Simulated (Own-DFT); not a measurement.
# Stretching a layer in its plane: grey tin, 64 atoms (Sn64)

Everything here is calculated. The program is Own-DFT (plane waves, in-house, since retired, never reviewed by a person); positions were held fixed, and spin and spin-orbit coupling were off.

Method: PBE; PseudoDojo norm-conserving scalar-relativistic files; cutoff 42 hartree; 3 x 3 x 3 k mesh centred on Gamma; cold (Marzari-Vanderbilt) smearing of 0.2 eV.

Caveats: forces on such cells moved up to 12 meV/angstrom on a denser k mesh; stress not checked against mesh or cutoff.

Unstrained cell vectors in Å: (12.978, 0.000, 0.000); (0.000, 12.978, 0.000); (0.000, 0.000, 12.978). The unstrained cell has measured lattice constants (interpolated for alloys), not those of this functional. That, the random moves and any unrelaxed bonds set the pressure at no strain. Each run strains x and y alike by e, as a substrate would, and holds the height along z. Each coordinate of each atom was shifted by a normal deviate of width 0.05 Å. Stress is positive in tension.

| e (%) | u (Å) | (s_xx + s_yy)/2 (GPa) | s_zz (GPa) |
|---|---|---|---|
| -3.00 | 0.052 | -7.59 | -6.66 |
| -3.00 | 0.049 | -7.54 | -6.64 |
| -2.25 | 0.052 | ? | ? |
| -1.75 | 0.053 | -5.78 | -5.40 |
| -1.75 | 0.048 | -5.74 | -5.18 |
| -1.25 | 0.050 | -5.14 | -4.76 |
| -1.25 | 0.047 | -5.02 | -4.69 |
| -0.25 | 0.051 | -3.91 | -3.84 |
| -0.25 | 0.047 | -3.87 | -3.84 |
| 0.50 | 0.053 | -3.10 | -3.28 |
| 0.50 | 0.046 | -3.03 | -3.20 |
| 1.00 | 0.050 | -2.58 | -2.83 |
| 1.00 | 0.053 | -2.65 | -2.91 |

## Worked fit

With e as a fraction, the in-plane stress is -3.6 + 109 e - 782 e² GPa (errors 2 and 76, scatter 0.04), and s_zz is -3.6 + 82 e - 618 e² GPa (slope ± 3, scatter 0.06). At e = 0 the first slope is C11 + C12 and the second 2 C12, both with the ions held to the strained lattice and at the cell's own pressure. The term in e² is negative: the layer stiffens under compression and softens under tension. A free layer would change its height as e changes, and the in-plane slope would drop by 2 C12²/C11 to the biaxial modulus. At fixed height, a misfit of 1 % moves the in-plane stress by about 1.1 GPa and s_zz by 0.8 GPa.

## The run left out

Asked: what are the two stresses at e = -2.25 %?

From the fit: -6.4 and -5.8 GPa. The run itself gave -6.51 and -5.91 GPa.
